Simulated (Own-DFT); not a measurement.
# Strain and stress in wurtzite GaN, 96 atoms (Ga48N48)

All numbers below are calculated, not measured. The program, named Own-DFT, is a retired in-house plane-wave density functional code that no person has reviewed. Each row is one single-point run on a periodic cell that was not relaxed, without spin or spin-orbit coupling.

Settings of every run: PBE; PseudoDojo norm-conserving scalar-relativistic files (stringent for Ga); cutoff 96 hartree; 3 x 4 x 3 k mesh centred on Gamma; Gaussian smearing of 0.01 eV.

Known limits: forces on such cells passed a denser k mesh, each cell not checked; stress not checked against mesh or cutoff.

Unstrained cell vectors in Å: (12.756, 0.000, 0.000); (-4.784, 8.285, 0.000); (0.000, 0.000, 10.370). The unstrained cell has measured lattice constants (interpolated for alloys), not those of this functional. That, the random moves and any unrelaxed bonds set the pressure at no strain. Each run strains this cell uniformly, with the atoms carried along. Every atom was also moved at random, by a Gaussian of width 0.05 Å on each axis. Strain is the symmetric tensor, in per cent. Stress is positive in tension, and the pressure is minus a third of its trace.

```
run  e_xx (%)  e_yy (%)  e_zz (%)  s_xx (GPa)  s_yy (GPa)  s_zz (GPa)  P (GPa)  E (meV/atom)
  1      0.00      0.00     -1.50       -9.00       -7.90      -14.31    10.40          30.5
  2      0.00      0.00      2.50       -5.73       -6.47        3.68     2.84          16.4
  3      0.00      0.00     -2.00       -5.62      -10.07      -19.45    11.71          39.3
  4      0.00      0.00      1.00       -5.97       -7.41       -2.22     5.20          15.4
  5      0.00      0.00      3.00       -4.12       -4.54        4.72     1.31           0.0
  6      0.00      0.00     -1.00       -9.12       -8.54      -11.47     9.71          40.1
  7      0.00      0.00      0.50       -6.51       -6.42       -4.59     5.84           2.7
  8      0.00      0.00      2.00       -6.17       -5.20        1.22     3.38           6.3
  9      0.00      0.00     -0.75           ?           ?           ?        ?             ?
```

E is the free energy for each atom above the lowest run shown.

## Worked fit

The change of volume is close to e_xx + e_yy + e_zz. A straight line through the runs shown gives P = 7.44 - 203 x (fractional change of volume) GPa, with an error of 7 on the slope and a scatter of 0.35 GPa. The strain isn't the same on all axes and the cell isn't cubic, so the slope belongs to this path and is not the bulk modulus.

## Withheld run

Question: what pressure should run 9 give? Its volume changes by -0.75 %.

The line gives 9.0 GPa. The calculation gave 8.51 GPa.
